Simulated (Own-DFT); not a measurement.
# One host, several defects: C11b WSi2

Calculated, not measured: single-point runs of Own-DFT, a retired in-house plane-wave DFT program that no person has reviewed, on unrelaxed cells, without spin or spin-orbit coupling.

Settings: PBE; PseudoDojo norm-conserving scalar-relativistic files; cutoff 50 hartree; 5 x 5 x 5 k mesh centred on Gamma; cold (Marzari-Vanderbilt) smearing of 0.2 eV.

Known weak points: forces on such cells failed a check on a denser k mesh; stress not checked against mesh or cutoff.

All runs share one cell, with vectors in Å (-2.148, -5.953, 3.409); (-6.444, 2.976, 1.136); (-2.553, -2.948, -6.757) and a volume of 403.2 Å³. Atoms were moved at random from their sites; u is the rms move along one axis. The defect's site can differ from row to row.

| cell | formula | u (Å) | P (GPa) |
|---|---|---|---|
| no defect | Si20W10 | 0.0181 | 4.43 |
| no defect | Si20W10 | 0.0217 | 4.46 |
| no defect | Si20W10 | 0.0441 | 5.37 |
| one Si on a W site | Si21W9 | 0.0263 | 6.04 |
| one Si on a W site | Si21W9 | 0.0310 | 6.00 |
| one Si on a W site | Si21W9 | 0.0436 | 7.21 |
| one Si vacancy | Si19W10 | 0.0281 | 3.01 |
| one Si vacancy | Si19W10 | 0.0303 | ? |
| one Si vacancy | Si19W10 | 0.0474 | 3.91 |
| one Si vacancy | Si19W10 | 0.0542 | 5.02 |
| one W on a Si site | Si19W11 | 0.0290 | 10.08 |
| one W on a Si site | Si19W11 | 0.0462 | 11.14 |
| one W on a Si site | Si19W11 | 0.0547 | 11.83 |

## Analysis

P = P0 + c u² + a shift for each defect gives P0 = 4.01 GPa, c = 816 ± 80 GPa/Å² and a scatter of 0.21 GPa. The shifts, and each times the cell's volume:

- one W on a Si site: 5.39 ± 0.20 GPa, 13.6 eV
- one Si on a W site: 1.44 ± 0.18 GPa, 3.6 eV
- one Si vacancy: -1.66 ± 0.20 GPa, -4.2 eV

A positive shift means that the defect pushes the cell outwards. Shift times volume (160.2 GPa Å³ is 1 eV) depends little on the cell's size, so, taken for each site, it can be compared between cells at like pressure. The atoms around the defects weren't relaxed, which would change these numbers.

## Prediction

Asked: what pressure belongs in the blank (one Si vacancy, u = 0.0303 Å)?

The fit gives 3.10 ± 0.26 GPa. Computed: 3.53 GPa.
